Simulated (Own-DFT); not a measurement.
## Calculated data, AlN (wurtzite, atoms displaced)

A calculation, not a measurement: plane-wave PBE density functional theory by an unreviewed code, no spin, of a simulated periodic cell, stress positive in tension, free energy of the whole cell less one offset for each atom, forces on such cells passed a denser k mesh, this cell's mesh not checked; offsets are fitted by least squares, one for each functional and potential file, so energies compare only between cells with the same atoms and settings and are not formation energies; the far tail of each file's local potential was reset to the Coulomb form; each entry is a single point on an unrelaxed cell, so the pressure reflects the starting lattice, mostly measured values (interpolated for alloys), from which strain is counted, and rises with the displacements; printed positions are rounded, which can move forces by about a meV/angstrom; the program, named Own-DFT, is a retired in-house code; no spin-orbit coupling. Program: Own-DFT development build.

Common to all runs: functional PBE; potential files PseudoDojo norm-conserving, scalar-relativistic, standard set; wave cutoff 42 hartree; occupations Fermi-Dirac; smearing width 0.1 eV; hardware one NVIDIA H100; k mesh 2 x 2 x 2 centred on Gamma.

(1) AlN (wurtzite, atoms displaced)

```xyz
128
Lattice="12.4480 0.0000 0.0000 -6.2240 10.7803 0.0000 0.0000 0.0000 9.9640" Properties=species:S:1:pos:R:3 AlN
Al    -0.0135     1.7653     9.9383
Al     1.5612     0.9222     2.5016
N      0.0195     1.8142     1.8867
N      1.5259     0.8750     4.3987
Al    -0.0055     1.7793     4.9697
Al     1.5301     0.9077     7.4839
N     -0.0030     1.7539     6.9257
N      1.5650     0.8975     9.3995
Al    -1.6040     4.5134     0.0071
Al     0.0079     3.5993     2.4704
N     -1.5585     4.4734     1.8974
N      0.0098     3.5969     4.4053
Al    -1.5616     4.4707     5.0032
Al    -0.0447     3.5944     7.4673
N     -1.5597     4.4999     6.8644
N     -0.0043     3.5684     9.3656
Al    -3.0919     7.1974     0.0145
Al    -1.5341     6.3030     2.4753
N     -3.1026     7.1715     1.9087
N     -1.5564     6.3208     4.3870
Al    -3.1213     7.1415     4.9914
Al    -1.5516     6.2965     7.5034
N     -3.0753     7.1610     6.8638
N     -1.5071     6.3052     9.3857
Al    -4.6631     9.8574     9.9480
Al    -3.1299     8.9944     2.4733
N     -4.6412     9.8829     1.8775
N     -3.1208     8.9866     4.3996
Al    -4.6568     9.8952     4.9758
Al    -3.0628     9.0048     7.4542
N     -4.6594     9.8929     6.8783
N     -3.1360     9.0232     9.3701
Al     3.1277     1.7771     9.9595
Al     4.7058     0.9055     2.4907
N      3.0945     1.7955     1.8664
N      4.6855     0.9220     4.3965
Al     3.1366     1.7748     4.9317
Al     4.6549     0.9021     7.5138
N      3.1082     1.7910     6.9035
N      4.7008     0.8760     9.3655
Al     1.5360     4.4831     0.0001
Al     3.1210     3.5894     2.4949
N      1.5513     4.4947     1.9513
N      3.0836     3.6483     4.3873
Al     1.5799     4.4804     4.9841
Al     3.0876     3.5982     7.4658
N      1.5601     4.4786     6.9189
N      3.1096     3.5955     9.3877
Al    -0.0151     7.1990     0.0046
Al     1.5430     6.2391     2.4994
N      0.0475     7.2098     1.8739
N      1.5791     6.2669     4.4026
Al     0.0356     7.1792     5.0271
Al     1.5488     6.3088     7.4599
N      0.0111     7.2171     6.8294
N      1.5686     6.2854     9.3549
Al    -1.5326     9.8822     9.9583
Al    -0.0182     8.9576     2.5141
N     -1.5513     9.8898     1.9367
N     -0.0036     8.9846     4.4157
Al    -1.5071     9.8872     4.9527
Al    -0.0060     8.9424     7.4915
N     -1.5507     9.8765     6.8780
N     -0.0047     8.9553     9.3612
Al     6.2395     1.7836     0.0173
Al     7.7903     0.8675     2.4338
N      6.2532     1.7836     1.9086
N      7.7850     0.8944     4.4050
Al     6.2569     1.8052     4.9832
Al     7.7671     0.9260     7.4711
N      6.2171     1.8313     6.9321
N      7.8019     0.8930     9.3539
Al     4.6937     4.5332     9.9614
Al     6.2154     3.6221     2.4629
N      4.6458     4.5236     1.8910
N      6.2038     3.5702     4.3824
Al     4.6601     4.5086     5.0193
Al     6.1769     3.5600     7.4653
N      4.6653     4.4964     6.8884
N      6.2372     3.5921     9.3760
Al     3.0905     7.2067     0.0288
Al     4.6352     6.2932     2.5066
N      3.0914     7.1830     1.9087
N      4.6799     6.2968     4.3839
Al     3.0713     7.1894     4.9737
Al     4.6607     6.2843     7.4551
N      3.1496     7.1797     6.8917
N      4.7000     6.3121     9.3927
Al     1.5256     9.9029     9.9567
Al     3.1131     8.9831     2.4536
N      1.5390     9.8955     1.9394
N      3.0955     8.9724     4.4081
Al     1.5474     9.8670     4.9905
Al     3.1323     8.9798     7.4600
N      1.5568     9.8847     6.9171
N      3.0966     8.9814     9.4087
Al     9.3726     1.7866     9.9543
Al    10.8882     0.8834     2.5270
N      9.3652     1.8028     1.8768
N     10.8884     0.8637     4.3997
Al     9.3255     1.7722     4.9690
Al    10.8771     0.8916     7.4400
N      9.3494     1.7810     6.8455
N     10.9061     0.9022     9.3710
Al     7.7864     4.4851     9.9428
Al     9.3550     3.5875     2.4967
N      7.7784     4.5208     1.9077
N      9.3806     3.5879     4.3805
Al     7.8060     4.4740     4.9729
Al     9.3327     3.6194     7.4681
N      7.7807     4.4536     6.8777
N      9.3365     3.5942     9.3674
Al     6.1846     7.1757     9.9619
Al     7.7785     6.2878     2.5150
N      6.2357     7.1816     1.9184
N      7.8121     6.2534     4.4014
Al     6.2319     7.1664     4.9923
Al     7.8007     6.2748     7.4610
N      6.2117     7.1810     6.8864
N      7.7923     6.3027     9.3781
Al     4.6823     9.9003     9.9179
Al     6.2115     8.9943     2.4762
N      4.6886     9.8825     1.8969
N      6.2395     8.9976     4.4042
Al     4.6822     9.8820     4.9582
Al     6.1999     8.9915     7.4815
N      4.6943     9.8522     6.9152
N      6.2589     8.9881     9.3533
```

- free energy of cell above offsets: -62.220 eV
- pressure: 3.78 GPa
- stress xx: -4.13 GPa
- stress yy: -3.8 GPa
- stress zz: -3.41 GPa
- stress yz: -0.12 GPa
- stress xz: -0.34 GPa
- stress xy: 0.28 GPa
- wall time: 364.7 s

Force:
```csv
element,x (eV/Å),y (eV/Å),z (eV/Å)
Al,0.661,0.56,0.438
Al,-0.213,-0.602,-0.522
N,-0.548,-0.428,0.353
N,0.718,0.755,-0.336
Al,0.034,0.342,0.527
Al,0.767,-0.498,0.224
N,-0.457,0.939,-0.993
N,-0.077,-0.212,-0.419
Al,1.106,-0.589,-0.045
Al,-0.273,-0.308,0.457
N,0.154,0.66,-0.059
N,-0.168,-0.27,-0.081
Al,0.573,0.821,-0.769
Al,0.843,-0.397,0.182
N,-0.143,0.2,0.637
N,-0.592,0.534,0.221
Al,-0.495,0.244,-0.228
Al,-0.052,-0.234,0.42
N,0.065,0.331,-0.15
N,0.615,-0.77,-0.001
Al,0.554,1.099,-0.361
Al,0.329,-0.086,-0.729
N,-0.392,0.377,0.668
N,-0.991,-0.219,-0.146
Al,-0.148,0.808,0.233
Al,0.284,-0.311,0.586
N,-0.73,0.222,0.299
N,0.424,-0.19,-0.161
Al,0.001,-0.571,0.41
Al,-1.209,-0.383,-0.025
N,-0.061,-0.256,0.183
N,1.28,-0.898,-0.11
Al,-0.217,0.366,-0.302
Al,-0.648,0.059,-0.035
N,0.903,0.082,1.008
N,0.304,-0.336,-0.259
Al,-0.721,0.631,0.999
Al,0.128,-0.192,-0.932
N,0.022,0.129,-0.593
N,-0.134,0.29,0.706
Al,0.26,-0.038,-0.015
Al,-0.124,0.107,-0.294
N,0.118,-0.373,-1.017
N,1.077,-1.321,0.026
Al,-0.903,0.14,0.534
Al,0.365,-0.339,0.544
N,-0.657,0.475,-0.692
N,0.367,0.071,-0.058
Al,1.213,-0.294,0.007
Al,0.297,1.016,0.117
N,-0.629,-0.565,0.505
N,-0.659,0.19,-0.044
Al,-0.725,-0.041,-1.618
Al,0.438,-0.422,0.185
N,-0.117,-0.871,1.688
N,-0.45,0.178,0.329
Al,-0.58,-0.197,0.358
Al,0.339,0.474,0.069
N,0.147,-0.175,-0.615
N,0.561,-0.463,-0.387
Al,-1.28,-0.063,0.503
Al,0.189,1.132,-0.541
N,0.705,0.395,-0.053
N,-0.035,0.457,0.345
Al,0.079,0.354,-0.413
Al,0.312,0.929,1.124
N,-0.261,0.492,-0.271
N,-0.077,-0.216,-0.538
Al,-0.404,-0.045,0.307
Al,0.315,-0.419,-0.185
N,-0.154,-1.153,-0.945
N,-0.13,0.326,0.532
Al,-0.553,-0.652,-0.098
Al,0.065,-0.222,0.329
N,0.28,-0.468,0.104
N,0.313,0.643,0.064
Al,0.17,-0.148,-0.788
Al,0.745,1.109,0.45
N,-0.286,-0.118,0.172
N,-0.282,-0.119,0.108
Al,0.309,-0.489,-0.457
Al,0.602,0.224,-0.173
N,-0.046,-0.047,0.17
N,-0.421,-0.077,0.427
Al,1.178,-0.042,0.209
Al,0.463,0.048,0.59
N,-0.947,0.173,-0.332
N,-1.238,-0.223,-0.587
Al,0.478,-0.504,0.142
Al,-0.049,0.018,0.573
N,-0.005,-0.754,-0.909
N,0.263,0.274,-0.454
Al,0.201,0.335,0.224
Al,-0.371,-0.006,0.468
N,-0.094,-0.096,-0.301
N,0.155,0.351,-0.406
Al,-0.328,0.18,-0.059
Al,0.526,0.35,-0.852
N,-0.351,-0.301,0.4
N,-0.041,0.589,0.045
Al,0.261,0.302,-0.058
Al,0.167,-0.269,0.461
N,-0.323,0.513,0.578
N,-0.426,-0.231,-0.552
Al,-0.132,0.44,0.365
Al,-0.422,0.166,-0.235
N,0.251,-0.684,-0.203
N,-0.68,-0.425,0.157
Al,-0.423,-0.379,-0.025
Al,0.065,-0.792,-0.12
N,-0.347,0.415,-0.023
N,-0.032,-0.108,-0.139
Al,1.438,0.618,0.324
Al,0.132,0.176,-0.363
N,-0.466,0.122,-0.125
N,-0.693,0.213,0.096
Al,0.099,0.478,-0.201
Al,-0.369,0.19,0.189
N,0.465,-0.112,-0.002
N,0.052,-0.226,-0.173
Al,-0.008,-0.484,0.52
Al,0.796,-0.252,0.304
N,-0.536,0.13,-0.275
N,-0.163,-0.46,-0.348
Al,-0.194,-0.796,0.644
Al,1.338,-0.432,-0.331
N,-0.801,0.696,-0.749
N,-0.879,-0.274,0.444
```

(2) AlN (wurtzite, atoms displaced)

```xyz
128
Lattice="12.4480 0.0000 0.0000 -6.2240 10.7803 0.0000 0.0000 0.0000 9.9640" Properties=species:S:1:pos:R:3 AlN
Al    -0.0343     1.7964     9.9479
Al     1.5300     0.8881     2.4849
N     -0.0132     1.7681     1.9301
N      1.5819     0.9007     4.3847
Al    -0.0073     1.8079     4.9978
Al     1.5491     0.9035     7.4850
N      0.0162     1.8174     6.8922
N      1.5675     0.8959     9.3810
Al    -1.5361     4.4948     9.9240
Al    -0.0285     3.5990     2.4791
N     -1.5657     4.4861     1.8962
N      0.0101     3.6066     4.3803
Al    -1.5666     4.4734     4.9508
Al     0.0234     3.6219     7.4779
N     -1.5671     4.4865     6.8796
N     -0.0009     3.5643     9.3794
Al    -3.1293     7.2007     9.9545
Al    -1.5616     6.3001     2.5082
N     -3.1024     7.1800     1.8916
N     -1.5550     6.2501     4.3499
Al    -3.0924     7.1712     5.0122
Al    -1.5589     6.3016     7.4832
N     -3.0774     7.1670     6.8794
N     -1.5514     6.3127     9.3729
Al    -4.6716     9.8606     9.9535
Al    -3.1206     8.9822     2.5240
N     -4.6951     9.8958     1.8847
N     -3.1064     9.0000     4.3883
Al    -4.7358     9.8977     4.9830
Al    -3.1348     8.9643     7.4981
N     -4.6660     9.8859     6.8827
N     -3.1013     8.9979     9.3815
Al     3.1500     1.7724     9.9640
Al     4.6429     0.8924     2.4408
N      3.1296     1.7789     1.8727
N      4.6644     0.8978     4.3901
Al     3.0837     1.7901     4.9740
Al     4.6819     0.9137     7.4565
N      3.1113     1.7915     6.8680
N      4.6563     0.8996     9.3573
Al     1.5702     4.5290     0.0116
Al     3.1091     3.6050     2.4988
N      1.5695     4.5312     1.8913
N      3.0999     3.5820     4.4035
Al     1.5143     4.4996     4.9877
Al     3.1196     3.5816     7.4981
N      1.5299     4.4844     6.8883
N      3.1074     3.6106     9.3702
Al     0.0007     7.2110     0.0130
Al     1.5285     6.3057     2.4905
N      0.0042     7.2120     1.8993
N      1.5434     6.2699     4.4179
Al    -0.0085     7.2178     4.9711
Al     1.5642     6.2799     7.4835
N      0.0115     7.1957     6.8539
N      1.5466     6.2918     9.3967
Al    -1.5625     9.8512     0.0123
Al    -0.0152     8.9898     2.4893
N     -1.5473     9.8527     1.9134
N     -0.0021     8.9779     4.3884
Al    -1.5545     9.8507     4.9479
Al    -0.0120     8.9622     7.5132
N     -1.5472     9.9412     6.8843
N     -0.0566     8.9962     9.3619
Al     6.2128     1.7869     9.9344
Al     7.7817     0.8705     2.4912
N      6.2390     1.7359     1.8988
N      7.7630     0.9049     4.3941
Al     6.2043     1.7968     4.9625
Al     7.7438     0.8819     7.4796
N      6.2226     1.8182     6.8756
N      7.7659     0.8920     9.3682
Al     4.6482     4.4791     0.0073
Al     6.2124     3.6031     2.5276
N      4.6660     4.5217     1.8941
N      6.2528     3.5974     4.4049
Al     4.6807     4.4963     4.9980
Al     6.2307     3.6061     7.5145
N      4.6684     4.4929     6.8761
N      6.2496     3.5706     9.3928
Al     3.1048     7.2277     0.0033
Al     4.6485     6.2900     2.5154
N      3.1172     7.1971     1.8755
N      4.6845     6.2478     4.4258
Al     3.1231     7.1932     4.9989
Al     4.6381     6.2750     7.4811
N      3.1105     7.1879     6.8848
N      4.6887     6.2939     9.3760
Al     1.5834     9.8918     9.9256
Al     3.0952     8.9579     2.5034
N      1.5616     9.9105     1.8990
N      3.0765     8.9873     4.3974
Al     1.5069     9.9036     4.9894
Al     3.1324     8.9763     7.4727
N      1.5658     9.9198     6.8350
N      3.1227     8.9819     9.3583
Al     9.3193     1.8316     0.0155
Al    10.9184     0.9108     2.4801
N      9.3259     1.7760     1.8712
N     10.8857     0.8868     4.4078
Al     9.3075     1.7536     5.0219
Al    10.8718     0.9089     7.4590
N      9.3308     1.7980     6.9056
N     10.8881     0.8590     9.3538
Al     7.7915     4.4916     9.9399
Al     9.3607     3.6065     2.5029
N      7.7799     4.4755     1.8977
N      9.2899     3.5965     4.4178
Al     7.7964     4.5050     4.9927
Al     9.3523     3.6141     7.4615
N      7.7829     4.4865     6.8920
N      9.3209     3.5923     9.3684
Al     6.2298     7.1814     0.0084
Al     7.7477     6.2984     2.4879
N      6.1730     7.1934     1.8964
N      7.7988     6.2669     4.4430
Al     6.2185     7.1443     4.9687
Al     7.7958     6.2507     7.4895
N      6.2052     7.2031     6.8918
N      7.7711     6.2883     9.3757
Al     4.6728     9.8745     9.9593
Al     6.2064     8.9707     2.4487
N      4.6526     9.8884     1.8912
N      6.2694     8.9539     4.3998
Al     4.6482     9.8993     4.9922
Al     6.2305     8.9842     7.5005
N      4.6706     9.8646     6.8700
N      6.2401     8.9796     9.3778
```

* free energy of cell above offsets: -62.369 eV
* pressure: 3.77 GPa
* stress xx: -3.23 GPa
* stress yy: -3.88 GPa
* stress zz: -4.21 GPa
* stress yz: 0.04 GPa
* stress xz: -0.23 GPa
* stress xy: -0.07 GPa
* wall time: 368.9 s

Force:
```csv
element,x (eV/Å),y (eV/Å),z (eV/Å)
Al,0.634,-0.638,0.247
Al,0.673,0.152,-0.035
N,0.316,0.972,-0.729
N,-1.149,-0.07,-0.083
Al,0.292,-0.11,-0.245
Al,0.391,-0.046,-0.042
N,-0.446,-0.139,-0.058
N,-0.294,0.038,0.101
Al,-0.475,0.059,0.487
Al,0.749,-0.07,-0.067
N,0.291,0.377,-0.295
N,-0.604,-0.457,-0.068
Al,-0.062,-0.029,0.47
Al,-0.723,-0.591,0.042
N,0.533,0.415,-0.066
N,0.255,0.796,0.026
Al,0.308,-0.21,0.292
Al,0.047,-0.207,-0.841
N,-0.591,0.211,0.154
N,0.078,0.703,0.962
Al,-0.161,0.374,-0.734
Al,0.648,-0.357,-0.24
N,-0.653,0.31,0.471
N,-0.037,-0.254,0.067
Al,0.166,0.753,0.172
Al,-0.206,0.009,-0.572
N,0.423,-0.574,0.163
N,-0.548,-0.633,0.45
Al,1.523,-0.141,0.177
Al,0.694,0.753,-0.752
N,-0.231,-0.098,0.223
N,-0.448,-0.51,-0.073
Al,-0.931,0.47,-0.297
Al,0.743,-0.211,0.95
N,-0.777,0.552,0.383
N,-0.215,-0.151,-0.455
Al,0.873,0.035,0.188
Al,-0.352,0.131,-0.073
N,-0.145,0.25,0.375
N,0.436,-0.424,0.167
Al,-0.265,-0.806,-0.087
Al,0.044,-0.25,-0.018
N,-0.486,-0.63,0.269
N,0.011,0.458,-0.133
Al,0.883,-0.219,0.037
Al,-0.203,-0.042,-0.75
N,0.812,0.365,0.103
N,-0.003,-0.373,0.299
Al,-0.17,-0.164,-0.117
Al,0.563,-0.013,0.296
N,-0.295,-0.262,0.1
N,0.223,0.687,-0.483
Al,0.113,-0.823,-0.014
Al,-0.268,0.154,-0.253
N,-0.189,-0.182,0.616
N,0.096,0.55,-0.428
Al,-0.193,0.975,0.036
Al,0.656,0.251,-0.012
N,-0.599,0.272,-0.293
N,-0.099,0.046,-0.31
Al,-0.192,1.053,0.768
Al,-0.01,0.839,-1.276
N,-0.173,-1.584,-0.127
N,1.43,-0.314,0.472
Al,0.176,-0.258,0.738
Al,0.09,0.654,0.073
N,-0.499,1.113,-0.159
N,0.066,-0.188,-0.092
Al,0.028,0.085,0.217
Al,0.414,0.617,-0.174
N,0.063,0.085,0.121
N,0.262,0.129,-0.124
Al,0.624,0.391,-0.1
Al,0.309,-0.64,-0.746
N,-0.046,-0.555,0.359
N,-0.526,0.168,0.036
Al,-0.247,-0.954,-0.073
Al,-0.109,-0.239,-0.68
N,-0.037,-0.126,0.539
N,-0.63,0.508,-0.073
Al,0.428,-0.901,-0.208
Al,-0.114,-0.058,-0.215
N,-0.349,-0.219,0.669
N,-0.566,0.797,-0.649
Al,-0.356,-0.209,-0.208
Al,0.743,0.283,-0.016
N,-0.177,-0.099,0.213
N,-0.65,-0.121,0.096
Al,-0.677,0.004,0.688
Al,0.081,0.772,-0.14
N,-0.13,-1.205,-0.386
N,0.354,-0.101,0.055
Al,0.551,-0.183,-0.429
Al,-0.441,0.343,-0.517
N,-0.215,-1.059,1.331
N,-0.176,0.144,-0.054
Al,0.127,-0.893,-0.605
Al,-1.137,-0.549,0.305
N,0.439,0.524,0.836
N,0.043,0.443,-0.186
Al,0.126,0.708,-0.412
Al,0.436,-0.269,0.094
N,-0.273,0.046,-0.069
N,-0.286,0.745,0.224
Al,-0.21,-0.064,0.764
Al,-0.909,-0.574,-0.07
N,-0.05,0.441,0.034
N,1.067,-0.669,-0.337
Al,-0.497,-0.422,0.215
Al,-0.386,-0.607,0.098
N,0.011,-0.013,0.164
N,0.61,0.349,-0.191
Al,-0.306,-0.014,-0.318
Al,0.509,-0.373,0.215
N,0.67,-0.306,0.201
N,-0.16,0.544,-0.916
Al,0.462,0.72,0.777
Al,-0.584,0.833,-0.525
N,0.388,-0.62,0.048
N,0.287,0.051,0.069
Al,0.059,0.074,0.137
Al,0.042,0.493,0.768
N,0.013,-0.242,0.186
N,-1.567,-0.007,-0.675
Al,0.392,-0.876,-0.376
Al,-0.068,-0.097,-0.664
N,0.113,0.406,0.369
N,-0.317,-0.189,0.214
```
